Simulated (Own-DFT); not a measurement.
## Calculated data, GaN (wurtzite, strained, atoms displaced)

A calculation, not a measurement: plane-wave PBE density functional theory by an unreviewed code, no spin, of a simulated periodic cell, stress positive in tension, free energy of the whole cell less one offset for each atom, forces on such cells passed a denser k mesh, this cell's mesh not checked; offsets are fitted by least squares, one for each functional and potential file, so energies compare only between cells with the same atoms and settings and are not formation energies; the far tail of each file's local potential was reset to the Coulomb form; each entry is a single point on an unrelaxed cell, so the pressure reflects the starting lattice, mostly measured values (interpolated for alloys), from which strain is counted, and rises with the displacements; printed positions are rounded, which can move forces by about a meV/angstrom; the program, named Own-DFT, is a retired in-house code; no spin-orbit coupling. Program: Own-DFT development build.

```xyz
96
Lattice="12.7560 0.0000 0.0000 -4.7835 8.2853 0.0000 0.0000 0.0000 10.5256" Properties=species:S:1:pos:R:3:force_x:R:1:force_y:R:1:force_z:R:1 formula=GaN functional=PBE potential_files=PseudoDojo_norm-conserving,scalar-relativistic,standard_set_with_the_stringent_files_for_Ga wave_cutoff=96 occupations=Gaussian smearing_width=0.01 k_mesh=3_x_4_x_3_centred_on_Gamma free_energy_of_cell_above_offsets=-5.362 pressure=4.31 stress_xx=-6 stress_yy=-6.32 stress_zz=-0.61 stress_yz=0.25 stress_xz=0.46 stress_xy=-0.79
Ga    -0.0756     1.7544     0.0098      1.504       2.06      0.236
Ga     1.6322     1.0115     2.6731     -0.295     -0.045     -0.775
N     -0.1036     1.8502     2.0589      3.491      0.916     -1.758
N      1.5534     0.9854     4.6161      0.458     -1.355     -0.193
Ga    -0.0821     1.7896     5.2830      1.654      1.494      0.731
Ga     1.6604     0.9076     7.9467      -0.92      0.525     -0.793
N     -0.0064     1.8555     7.2427     -0.241      -1.09      0.353
N      1.5730     0.9230     9.9001      0.121      0.986     -0.304
Ga    -1.5758     4.5548    10.5204     -0.674      0.741       -0.6
Ga    -0.0104     3.6775     2.5995      0.347      0.571      1.012
N     -1.5802     4.5968     1.9293     -0.453      0.615      0.766
N      0.1066     3.6890     4.6682     -2.486     -0.692     -1.318
Ga    -1.5505     4.6490     5.2768     -0.457      -2.63      0.246
Ga    -0.0302     3.6880     7.7708     -0.007     -0.997      2.227
N     -1.5607     4.6253     7.2602      -1.74      -0.34     -0.415
N     -0.0086     3.6984     9.9651      0.619     -0.765     -1.328
Ga    -3.1722     7.4343    10.4727     -0.108     -0.735      0.367
Ga    -1.6574     6.4717     2.5645       0.79     -0.048      0.055
N     -3.2168     7.4755     1.8819       0.83     -0.211      1.254
N     -1.6010     6.3779     4.6800     -0.352      1.173     -2.204
Ga    -3.1408     7.3438     5.1869     -1.722      0.605      1.112
Ga    -1.6175     6.3975     7.9307      0.298        0.9     -0.452
N     -3.2094     7.3534     7.2506      0.883      0.348      -0.65
N     -1.6605     6.4944     9.8393      1.162     -1.034      0.795
Ga     3.2416     1.9137    10.4083     -1.079     -1.911      1.678
Ga     4.7338     0.9053     2.5776      1.571      1.387      1.411
N      3.2596     1.8678     1.9402     -1.478      0.319     -0.267
N      4.8120     0.9366     4.7137     -0.186      -1.07     -1.348
Ga     3.1803     1.8207     5.2172      0.392     -0.205      1.381
Ga     4.8055     0.8360     7.8500     -0.274      1.153      0.616
N      3.1998     1.9038     7.2687      0.151     -2.058     -0.415
N      4.7634     0.9023     9.9707      0.612       0.67      -1.62
Ga     1.6308     4.6438     0.0322     -1.189     -0.184     -0.417
Ga     3.2366     3.6776     2.6181      -0.79      0.385      0.606
N      1.5329     4.5960     1.9495      1.369      0.612      0.874
N      3.2065     3.5961     4.6826     -0.382      1.865     -1.496
Ga     1.5531     4.5910     5.3657      1.928     -0.131     -2.367
Ga     3.1906     3.6472     7.9176      -0.06      1.424       -1.2
N      1.4947     4.5504     7.1671      1.779      0.945      2.685
N      3.0886     3.6247     9.8172      1.252      2.226      0.356
Ga     0.0361     7.3836    10.4771     -1.584     -0.273      1.028
Ga     1.6161     6.5082     2.7044     -0.233     -0.846     -0.896
N      0.0011     7.4539     1.9951     -0.068     -2.359     -0.336
N      1.6354     6.3956     4.6282     -1.396      0.188     -0.117
Ga    -0.0771     7.2818     5.2644      1.992      1.569      0.389
Ga     1.5847     6.4089     7.8632      0.489     -0.005      0.478
N      0.0299     7.3306     7.2502     -1.276     -0.617     -0.326
N      1.5598     6.5205     9.8851      0.625     -1.621     -0.658
Ga     6.3489     1.8874     0.0524       0.69      -1.23     -0.299
Ga     8.0977     0.8950     2.6297     -1.761     -0.201      0.541
N      6.4342     1.8607     1.9772      -0.14     -0.598      0.922
N      8.0198     0.9335     4.6960     -0.078     -0.954     -1.633
Ga     6.4659     1.8716     5.1709     -1.294     -0.512      1.553
Ga     8.0170     1.0014     7.9348     -0.659     -1.984      0.278
N      6.4033     1.7161     7.3232     -0.369      2.245     -1.277
N      7.9963     0.9261     9.9054     -0.852      -0.22      0.111
Ga     4.8144     4.5809    10.5056     -0.592       0.29     -0.216
Ga     6.4105     3.6933     2.6763      0.021     -0.054     -1.377
N      4.8053     4.5842     1.9178     -0.016     -0.009      0.639
N      6.3665     3.6997     4.5601      0.329     -0.072      0.975
Ga     4.7740     4.6169     5.1695     -0.278      0.397       1.14
Ga     6.4271     3.6712     7.8934     -2.381     -1.149      0.179
N      4.7408     4.6404     7.1858      0.644     -0.711      0.704
N      6.4034     3.6529     9.9060      -0.53      0.645     -0.917
Ga     3.1175     7.3644     0.0481      0.935       0.62       -0.9
Ga     4.7976     6.4412     2.5560      0.696     -0.795      1.388
N      3.2784     7.3160     1.9523     -1.803      0.896       0.62
N      4.7907     6.4931     4.5946     -0.224     -0.302      -0.43
Ga     3.1309     7.3218     5.2727      1.396      0.676      0.973
Ga     4.8160     6.4304     7.9723     -1.096      0.123     -1.219
N      3.1412     7.3602     7.2710      0.987      0.114     -0.058
N      4.7152     6.4443     9.8987      1.135     -0.038      0.308
Ga     9.5354     1.8349     0.0108      0.043     -1.226      0.412
Ga    11.2503     0.9731     2.6193     -3.197     -2.648      1.335
N      9.5772     1.7969     1.9524      1.205      0.627      0.292
N     11.1725     0.9353     4.6595     -0.605     -0.007     -1.427
Ga     9.6002     1.8231     5.2191     -0.316       0.26      1.425
Ga    11.0958     0.8997     7.9309      0.636      0.731     -0.638
N      9.5123     1.9204     7.2770      1.286     -0.928     -0.989
N     11.1413     0.9469     9.8920     -0.522      -1.06     -0.349
Ga     7.9737     4.5583    10.5196      0.473      0.443      0.541
Ga     9.6269     3.6442     2.5922     -1.111      0.417      0.474
N      7.9762     4.6088     1.9702      0.833       0.09     -0.003
N      9.5512     3.6074     4.6028      0.579      1.523     -0.149
Ga     7.9479     4.5717     5.2909      0.399      0.726     -0.376
Ga     9.5240     3.6705     7.9494      0.495      0.911     -0.756
N      7.8808     4.6204     7.2978      1.985      0.474     -0.836
N      9.5508     3.5453     9.8557       0.19      2.598      0.392
Ga     6.4626     7.3918     0.0005     -1.589      -0.61      0.813
Ga     8.0515     6.5073     2.5836     -0.981     -1.115       0.71
N      6.3918     7.3099     2.0581      0.616      1.568     -1.402
N      7.9347     6.4536     4.5935      0.945     -0.088      0.143
Ga     6.3768     7.4541     5.2946     -0.274     -1.819     -0.903
Ga     8.0069     6.4801     7.9040     -1.102      -0.12      0.068
N      6.3421     7.3790     7.1839      0.486      0.056       1.71
N      8.0031     6.4497     9.9199     -0.098     -0.436     -0.896
```

Units: wave_cutoff in hartree; smearing_width, free_energy_of_cell_above_offsets in eV; pressure, stress_xx, stress_yy, stress_zz, stress_yz, stress_xz, stress_xy in GPa; force_x, force_y, force_z in eV/Å.
